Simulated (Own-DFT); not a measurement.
# Which defects push the lattice out? B20 RuSi

Everything here is calculated. The program is Own-DFT (plane waves, in-house, since retired, never reviewed by a person); positions were held fixed, and spin and spin-orbit coupling were off.

Settings: PBE; PseudoDojo norm-conserving scalar-relativistic files; cutoff 50 hartree; 5 x 4 x 5 k mesh centred on Gamma; cold (Marzari-Vanderbilt) smearing of 0.2 eV.

Caveats (not all hold for every row): not probed for a lower state with spin; forces on such cells failed a check on a denser k mesh; stress not checked against mesh or cutoff.

All runs share one cell, with vectors in Å (4.709, 0.000, 4.709); (0.000, 9.417, 0.000); (-4.709, 0.000, 4.709) and a volume of 417.6 Å³. u is the rms random offset of the atoms per axis. The defect's site can differ from row to row.

| cell | formula | u (Å) | P (GPa) |
|---|---|---|---|
| no defect | Ru16Si16 | 0.0194 | 4.74 |
| no defect | Ru16Si16 | 0.0202 | 4.69 |
| no defect | Ru16Si16 | 0.0421 | 5.85 |
| one Ru on a Si site | Ru17Si15 | 0.0296 | 8.61 |
| one Ru on a Si site | Ru17Si15 | 0.0448 | 8.85 |
| one Ru on a Si site | Ru17Si15 | 0.0525 | 9.87 |
| one Si on a Ru site | Ru15Si17 | 0.0292 | 5.88 |
| one Si on a Ru site | Ru15Si17 | 0.0306 | 6.07 |
| one Si on a Ru site | Ru15Si17 | 0.0468 | 6.78 |
| one Si on a Ru site | Ru15Si17 | 0.0480 | ? |
| one Si vacancy | Ru16Si15 | 0.0306 | 2.57 |
| one Si vacancy | Ru16Si15 | 0.0476 | 2.68 |
| one Si vacancy | Ru16Si15 | 0.0541 | 4.09 |
| one Ru vacancy | Ru15Si16 | 0.0325 | 2.91 |
| one Ru vacancy | Ru15Si16 | 0.0517 | 3.97 |
| one Ru vacancy | Ru15Si16 | 0.0533 | 3.90 |

## Analysis

P = P0 + c u² + a shift for each defect gives P0 = 4.53 GPa, c = 659 ± 103 GPa/Å² and a scatter of 0.30 GPa. The shifts, and each times the cell's volume:

- one Ru on a Si site: 3.34 ± 0.26 GPa, 8.7 eV
- one Si on a Ru site: 0.84 ± 0.25 GPa, 2.2 eV
- one Ru vacancy: -2.38 ± 0.28 GPa, -6.2 eV
- one Si vacancy: -2.76 ± 0.27 GPa, -7.2 eV

A positive shift means that the defect pushes the cell outwards. Shift times volume (160.2 GPa Å³ is 1 eV) depends little on the cell's size, so, taken for each site, it can be compared between cells at like pressure. The atoms around the defects weren't relaxed, which would change these numbers.

## The run left out

Question: what pressure belongs in the blank (one Si on a Ru site, u = 0.0480 Å)?

The fitted form gives 6.89 ± 0.36 GPa. The calculation gave 7.80 GPa.
